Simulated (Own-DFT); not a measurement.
# One cell, two functionals

Calculated results; nothing here was measured. They come from Own-DFT, an in-house plane-wave density functional program, since retired, whose code no person has reviewed. Each row is one single-point run on a periodic cell that was not relaxed, without spin or spin-orbit coupling.

Known limits, some of them of some rows only: not probed for a lower state with spin; hafnium file: forces about 75 meV/angstrom off all-electron values; oxygen file: force components 24 meV/angstrom off all-electron in a glass; forces on such cells failed a check on a denser k mesh; forces on such cells passed a denser k mesh, each cell not checked; stress not checked against mesh or cutoff.

Each cell was run twice at the same cutoff, k mesh and smearing, with PBE and with PBEsol, on PseudoDojo norm-conserving files made for PBE. Atoms were moved at random from their sites; u is the rms move along one axis. Files made for PBEsol would give a somewhat different change.

```
cell,atoms,volume (Å³/atom),u (Å),cutoff (hartree),P with PBE (GPa),P with PBEsol (GPa),change (GPa)
C40 NbSi2 with two Nb vacancies (Nb10Si24),34,15.50,0.029,42,-0.01,-3.26,-3.26
C40 NbSi2 with two Nb vacancies (Nb10Si24),34,15.50,0.050,42,0.52,-2.74,-3.25
C40 NbSi2 with two Nb vacancies (Nb10Si24),34,15.50,0.085,42,2.89,-0.38,-3.27
diamond-structure SiGe in clusters (Ge32Si32),64,21.31,0.065,42,3.75,1.46,-2.29
diamond-structure SiGe in clusters (Ge32Si32),64,21.31,0.055,42,3.46,1.17,-2.29
diamond-structure SiGe in clusters (Ge32Si32),64,21.31,0.062,42,3.44,1.14,-2.30
diamond-structure SiGe in ordered layers (Ge8Si56),64,20.34,0.031,42,2.23,0.72,-1.51
diamond-structure SiGe in ordered layers (Ge8Si56),64,20.34,0.031,42,2.26,0.76,-1.51
diamond-structure SiGe in ordered layers (Ge8Si56),64,20.34,0.030,42,2.24,?,?
monoclinic HfO2 (Hf32O64),96,11.52,0.077,72,8.67,2.20,-6.47
monoclinic HfO2 (Hf32O64),96,11.52,0.052,72,6.82,0.36,-6.47
monoclinic HfO2 (Hf32O64),96,11.52,0.020,72,4.00,-2.46,-6.46
```

## Worked reading

Mean change of pressure by composition, in GPa: HfO2, -6.47; Nb5Si12, -3.26; GeSi, -2.29; GeSi7, -1.51. At a fixed cell PBEsol gives the lower pressure, because it favours a smaller volume than PBE. Here the change varies more between materials than between cells of one material.

## Withheld value

Question: what PBEsol pressure should the Ge8Si56 cell with the blank give?

Adding the mean change of the cells with its composition, -1.51 GPa, to 2.24 gives 0.7 GPa. The calculation gave 0.73 GPa.
